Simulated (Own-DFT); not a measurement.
# Reading a pressure off an energy slope: monoclinic HfO2, 94 atoms (Hf32O62), with two O vacancies

All values are computed. Each geometry was run twice at fixed positions with Own-DFT, a retired in-house plane-wave program that no person has reviewed: with PBE, and with HSE06 (exact exchange share 0.25 at short range, screening 0.11 per bohr, Gygi-Baldereschi treatment of its divergence). Both used PseudoDojo norm-conserving files made for PBE, a cutoff of 48 hartree, the Gamma point alone, fixed occupations, a neutral cell and no spin. With Gamma alone and a thickness of 10.1 Å, finite-size errors remain in every number. The hafnium file keeps the 4f electrons in the core, and its forces lie about 75 meV/Å off all-electron values. The oxygen file's force components were 24 meV/Å off all-electron values in a glass.

Unstrained cell vectors in Å: (10.234, 0.000, 0.000); (0.000, 10.350, 0.000); (-1.696, 0.000, 10.445), volume V0 = 1106.4 Å³, from measured lattice constants. Each geometry has its own random strain of a few per cent, its own defect sites and random moves of rms u per axis. HSE06 gave the energy alone. D is its energy less that of PBE, over the lowest D shown. The PBE stress wasn't checked against mesh or cutoff.

| run | V - V0 (Å³) | u (Å) | P with PBE (GPa) | D (eV) |
|---|---|---|---|---|
| 1 | -17.8 | 0.0298 | 7.74 | 0.293 |
| 2 | -27.9 | 0.0299 | 11.90 | 0.121 |
| 3 | -6.0 | 0.0547 | 6.47 | 1.058 |
| 4 | -42.9 | 0.0487 | 15.56 | 0.000 |
| 5 | 24.2 | 0.0524 | -0.40 | 1.761 |
| 6 | 23.4 | 0.0304 | -1.33 | 1.524 |
| 7 | 24.3 | 0.0498 | 0.88 | 1.594 |
| 8 | 7.5 | 0.0296 | 2.48 | 1.022 |
| 9 | -19.9 | 0.0481 | 10.33 | 0.612 |
| 10 | -39.5 | 0.0519 | 15.73 | 0.106 |
| 11 | 23.0 | 0.0266 | -1.67 | 1.444 |
| 12 | -5.7 | 0.0496 | 7.04 | 0.882 |
| 13 | -25.4 | 0.0279 | 9.67 | 0.121 |
| 14 | 5.5 | 0.0280 | 2.98 | ? |

## Fit

D = 0.69 + 0.0257 (V - V0) + 157 u² eV, with an error of 0.0008 on the volume slope, 20 on the last term and a scatter of 0.06 eV. Pressure is -dE/dV, and 1 eV/Å³ is 160.2 GPa, so HSE06 changes the pressure by -4.1 ± 0.1 GPa. With the ions held to the strained lattice, the PBE pressure falls by 264 ± 9 GPa per unit of volume strain; the shape of the strain isn't fitted, so the true error is larger, and a relaxed crystal would be softer. On that slope HSE06's volume at a given pressure is about 1.6 % smaller, or 0.5 % in lengths. At u = 0 and V0 the PBE pressure is 3.4 GPa, which puts the zero-pressure volume, against the measured cell and with the defects in, at +1.3 % for PBE and -0.3 % for HSE06, each good to a few tenths of a per cent.

## Withheld run

Question: what D should run 14 give?

The fit gives 0.96 eV, with rows scattering by 0.06. Computed: 0.902 eV.
